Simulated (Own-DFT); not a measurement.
# How strain changes the stress of C40 NbSi2, 36 atoms (Nb12Si24)

Calculated results; nothing here was measured. They come from Own-DFT, an in-house plane-wave density functional program, since retired, whose code no person has reviewed. Each row is one single-point run on a periodic cell that was not relaxed, without spin or spin-orbit coupling.

Settings of every run: PBEsol; PseudoDojo norm-conserving scalar-relativistic files, made for PBE; cutoff 42 hartree; 4 x 4 x 5 k mesh centred on Gamma; cold (Marzari-Vanderbilt) smearing of 0.2 eV.

Known limits: forces on such cells failed a check on a denser k mesh; stress not checked against mesh or cutoff.

Unstrained cell vectors in Å: (0.000, 8.324, 0.000); (-9.613, 0.000, 0.000); (0.000, 0.000, 6.586). The unstrained cell was taken from the Materials Project. The random moves and any unrelaxed bonds add to the pressure at no strain. Each run strains this cell uniformly, with the atoms carried along. Every atom was also moved at random, by a Gaussian of width 0.05 Å on each axis. Strain is the symmetric tensor, in per cent. Stress is positive in tension, and the pressure is minus a third of its trace.

| run | e_xx (%) | e_yy (%) | e_zz (%) | e_yz (%) | e_xz (%) | e_xy (%) | s_xx (GPa) | s_yy (GPa) | s_zz (GPa) | s_yz (GPa) | s_xz (GPa) | s_xy (GPa) | P (GPa) | E (meV/atom) |
|---|---|---|---|---|---|---|---|---|---|---|---|---|---|---|
| 1 | -0.76 | -0.11 | -0.02 | -1.76 | 0.13 | -0.66 | -1.60 | 0.28 | -1.33 | -5.93 | 0.13 | -1.91 | 0.88 | 11.5 |
| 2 | 0.03 | -1.90 | -1.48 | 0.82 | -0.14 | -1.57 | -1.73 | -7.76 | -8.00 | 2.96 | 0.21 | -5.37 | 5.83 | 13.7 |
| 3 | -1.49 | -0.63 | 1.33 | -1.63 | -0.47 | 1.89 | -4.16 | -1.05 | 3.68 | -4.63 | -1.91 | 5.94 | 0.51 | 22.9 |
| 4 | -1.11 | 0.45 | 1.19 | 0.18 | 0.07 | 0.12 | -1.25 | 3.09 | 3.92 | 0.93 | 0.08 | 0.36 | -1.92 | 12.8 |
| 5 | 1.24 | 1.79 | -0.66 | -1.51 | -0.93 | 1.59 | 5.15 | 7.35 | -1.01 | -4.33 | -2.66 | 4.28 | -3.83 | 33.7 |
| 6 | 0.85 | 0.06 | 0.60 | 0.84 | 1.05 | 1.84 | 5.03 | 2.92 | 3.20 | 2.44 | 2.65 | 5.32 | -3.72 | 3.9 |
| 7 | 0.90 | 0.56 | -0.88 | 0.73 | 1.68 | 0.32 | 3.56 | 3.92 | -4.37 | 2.04 | 5.08 | 1.23 | -1.03 | 26.2 |
| 8 | 0.69 | -0.34 | -0.89 | -1.31 | -1.13 | -1.51 | 2.55 | 0.08 | -4.25 | -4.08 | -3.94 | -4.76 | 0.54 | 14.8 |
| 9 | 1.31 | 1.29 | 0.26 | -0.59 | 0.72 | 0.74 | 6.71 | 6.73 | 2.91 | -1.91 | 2.36 | 1.92 | -5.45 | 15.9 |
| 10 | 1.33 | 0.49 | -1.29 | 0.91 | 1.06 | 1.47 | 5.35 | 2.73 | -5.39 | 2.68 | 4.02 | 4.40 | -0.90 | 23.1 |
| 11 | -1.13 | 1.26 | 0.70 | -0.23 | 0.37 | 1.99 | -1.30 | 5.15 | 3.22 | -0.63 | 0.62 | 5.66 | -2.36 | 12.2 |
| 12 | 1.90 | -0.90 | -1.51 | -0.17 | -0.35 | 1.82 | 5.86 | -1.83 | -5.97 | -0.81 | -1.40 | 4.98 | 0.64 | 13.2 |
| 13 | -1.72 | 1.39 | 0.61 | 0.75 | -0.75 | 0.08 | -3.93 | 5.18 | 2.41 | 2.53 | -2.13 | 0.23 | -1.22 | 16.9 |
| 14 | -0.78 | -0.11 | 1.40 | 1.97 | -1.45 | -1.35 | -1.13 | 1.45 | 4.96 | 5.42 | -4.57 | -4.23 | -1.76 | 17.8 |
| 15 | 0.08 | 0.33 | -1.46 | 0.61 | 1.31 | -0.44 | 1.40 | 1.65 | -6.74 | 2.34 | 4.08 | -1.52 | 1.23 | 0.0 |
| 16 | -0.17 | -1.50 | -0.22 | 1.90 | -1.09 | 1.70 | ? | ? | ? | ? | ? | ? | ? | ? |

E is the free energy for each atom above the lowest run shown.

## Worked fit

Each stress component was fitted by least squares to a constant and the strains of the runs shown, as fractions, with shears doubled. Shear strains stay in the fit of a normal stress only where such slopes are resolved. The slopes, in GPa:

| stress | at no strain | per e_xx | per e_yy | per e_zz | scatter |
|---|---|---|---|---|---|
| s_xx | 1.0 | 347 ± 17 | 70 ± 16 | 68 ± 20 | 0.55 |
| s_yy | 1.2 | 82 ± 15 | 357 ± 14 | 91 ± 17 | 0.48 |
| s_zz | -0.5 | 73 ± 16 | 71 ± 15 | 446 ± 18 | 0.50 |

Each shear stress against twice its own strain: yz 153 ± 5, xz 151 ± 7, xy 149 ± 3 GPa. These are stiffnesses along x, y and z of the frame in which the cell vectors are given, which need not be the crystal's axes. The atoms are held to the strained lattice; where symmetry lets them move under strain, relaxing them would lower some slopes. The table should be nearly symmetric about its diagonal, and what it lacks of that shows the noise. A ninth of its sum, 178 ± 8 GPa, estimates the bulk modulus near the mean pressure of these runs, -0.8 GPa.

## Withheld run

Question: what normal stresses and pressure should run 16 give?

The fit gives s_xx = -0.8, s_yy = -4.5, s_zz = -2.6 and P = 2.6 GPa. The calculation gave -0.85, -5.11, -4.22 and P = 3.40 GPa.
